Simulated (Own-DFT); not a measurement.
# Bulk modulus against bond length in tetrahedral crystals

The numbers are computed, not measured, by runs of the plane-wave DFT program Own-DFT (in-house, retired, unreviewed) at fixed positions, with no spin and no spin-orbit coupling.

Known weak points (not all hold for every row): forces on such cells moved up to 12 meV/angstrom on a denser k mesh; k mesh not checked against a denser one; forces on such cells passed a denser k mesh, each cell not checked; stress not checked against mesh or cutoff.

All runs are PBE with PseudoDojo norm-conserving files; cutoff and k mesh are each material's own. Every cell starts from measured lattice constants and was given uniform random strains and small random moves of its atoms. Each triple is the change of volume in per cent, the rms move u in Å and the pressure in GPa.

- 4H SiC (C36Si36), 10.36 Å³/atom unstrained: (-2.44, 0.049, 10.96); (-0.58, 0.054, 7.20); (-0.06, 0.052, 6.23); (0.14, 0.051, 5.68); (1.04, 0.049, 3.47); (1.96, 0.054, 2.11); (3.13, 0.049, -1.32)
- wurtzite AlN (Al64N64), 10.45 Å³/atom unstrained: (-2.16, 0.052, 10.83); (-1.61, 0.050, 9.34); (-1.07, 0.049, 8.08); (0.04, 0.050, 5.87); (0.15, 0.051, 5.66); (1.72, 0.049, 1.98); (2.54, 0.051, 0.58)
- wurtzite GaN (Ga48N48), 11.42 Å³/atom unstrained: (-1.97, 0.047, 10.90); (-1.94, 0.050, 11.26); (-1.89, 0.050, 11.05); (-1.35, 0.047, 9.65); (-0.53, 0.051, 8.46); (0.30, 0.050, 6.45); (3.02, 0.047, 1.22)
- diamond silicon (Si64), 20.02 Å³/atom unstrained: withheld
- zincblende GaP (Ga32P32), 20.24 Å³/atom unstrained: (-2.29, 0.052, 5.74); (-1.84, 0.044, 4.97); (-0.33, 0.051, 3.76); (0.15, 0.049, 3.36); (0.61, 0.048, 3.00); (1.02, 0.049, 2.32); (1.84, 0.053, 1.86)
- grey tin (Sn64), 34.15 Å³/atom unstrained: (-1.09, 0.047, 4.24); (-1.06, 0.051, 4.30); (-0.59, 0.053, 4.03); (-0.24, 0.052, 3.97); (0.72, 0.052, 3.32); (1.30, 0.048, 2.94); (1.67, 0.049, 2.88)

## Working it out

Fit a line to each set against the fractional change of volume; B is minus its slope, and u is nearly the same within a set. To take it to zero pressure, assume that B rises by 4 GPa for each GPa: B0 = B - 4 x (mean pressure). The bond length of an ideal tetrahedral crystal with the unstrained volume v is d = (√3/4)(8 v)^(1/3). Cohen's empirical rule reads B0 = (1971 - 220 L) d^(-3.5) GPa, with L = 0 for group IV crystals and SiC and 1 for III-V compounds.

```
                material  L  d (Å)  B (GPa)  mean P (GPa)  B0 (GPa)  rule (GPa)
        4H SiC (C36Si36)  0  1.888  217 ± 7           4.9   198 ± 7         213
  wurtzite AlN (Al64N64)  1  1.893  217 ± 4           6.0   193 ± 4         188
  wurtzite GaN (Ga48N48)  1  1.950  199 ± 5           8.4   165 ± 5         169
  diamond silicon (Si64)  0  2.352        ?             ?         ?          99
zincblende GaP (Ga32P32)  1  2.360   92 ± 4           3.6    78 ± 4          87
         grey tin (Sn64)  0  2.810   53 ± 3           3.7    39 ± 3          53
```

A line through ln[B0/(1971 - 220 L)] against ln d has a slope of -4.2 ± 0.2 and a scatter of 6 %. Against the rule, B0 stands at 93 % for 4H SiC, 103 % for wurtzite AlN, 97 % for wurtzite GaN, 90 % for zincblende GaP, 73 % for grey tin. PBE tends to make silicon and heavier crystals too soft, and the rule itself is only a guide.

## Withheld run

Q: what B0 does the fitted trend give for diamond silicon (Si64)?

From the line: 84 GPa. Its own runs give B = 91 ± 4 GPa at a mean pressure of 2.7 GPa, so B0 = 80 GPa.
